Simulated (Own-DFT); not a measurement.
# Response to strain: diamond-structure SiGeSn with randomly placed atoms, 64 atoms (Ge48Si8Sn8)

All numbers below are calculated, not measured. They come from Own-DFT, an in-house plane-wave density functional program, since retired, whose code no person has reviewed. Each row is one single-point run on a periodic cell that was not relaxed, without spin or spin-orbit coupling.

Settings of every run: PBE; PseudoDojo norm-conserving scalar-relativistic files; cutoff 49 hartree; 3 x 3 x 3 k mesh centred on Gamma; Fermi-Dirac smearing of 0.1 eV.

Known limits: forces on such cells moved up to 12 meV/angstrom on a denser k mesh; stress not checked against mesh or cutoff.

Unstrained cell vectors in Å: (11.467, 0.000, 0.000); (0.000, 11.467, 0.000); (0.000, 0.000, 11.467). The unstrained cell has measured lattice constants (interpolated for alloys), not those of this functional. That, the random moves and any unrelaxed bonds set the pressure at no strain. Each run strains this cell uniformly, with the atoms carried along. Every atom was also moved at random, by a Gaussian of width 0.05 Å on each axis. The random placing of the alloy's atoms differs from row to row. Strain is the symmetric tensor, in per cent. Stress is positive in tension, and the pressure is minus a third of its trace.

| run | e_xx (%) | e_yy (%) | e_zz (%) | s_xx (GPa) | s_yy (GPa) | s_zz (GPa) | P (GPa) | E (meV/atom) |
|---|---|---|---|---|---|---|---|---|
| 1 | -1.00 | -1.00 | 0.00 | -7.17 | -7.07 | -6.44 | 6.89 | 58.6 |
| 2 | -1.50 | -1.50 | 0.00 | -7.80 | -7.93 | -7.08 | 7.60 | 54.4 |
| 3 | 0.50 | 0.50 | 0.00 | -4.02 | -4.04 | -4.27 | 4.11 | 8.7 |
| 4 | -2.50 | -2.50 | 0.00 | -9.97 | -9.85 | -8.37 | 9.39 | 77.8 |
| 5 | -0.25 | -0.25 | 0.00 | -5.70 | -5.65 | -5.55 | 5.63 | 44.8 |
| 6 | -0.50 | -0.50 | 0.00 | -6.03 | -6.00 | -5.66 | 5.89 | 37.5 |
| 7 | -1.25 | -1.25 | 0.00 | -7.21 | -7.05 | -6.46 | 6.91 | 32.5 |
| 8 | 1.75 | 1.75 | 0.00 | -2.16 | -2.06 | -3.16 | 2.46 | 0.0 |
| 9 | -1.75 | -1.75 | 0.00 | ? | ? | ? | ? | ? |

E is the free energy for each atom above the lowest run shown.

## Worked fit

The change of volume is close to e_xx + e_yy + e_zz. A straight line through the runs shown gives P = 5.15 - 82 x (fractional change of volume) GPa, with an error of 3 on the slope and a scatter of 0.20 GPa. The strain isn't the same on all axes, but the crystal is cubic, so the slope still estimates the bulk modulus, averaged over pressures from 2.5 to 9.4 GPa.

## Withheld run

Question: what pressure should run 9 give? Its volume changes by -3.47 %.

The line gives 8.0 GPa. The calculation gave 7.84 GPa.
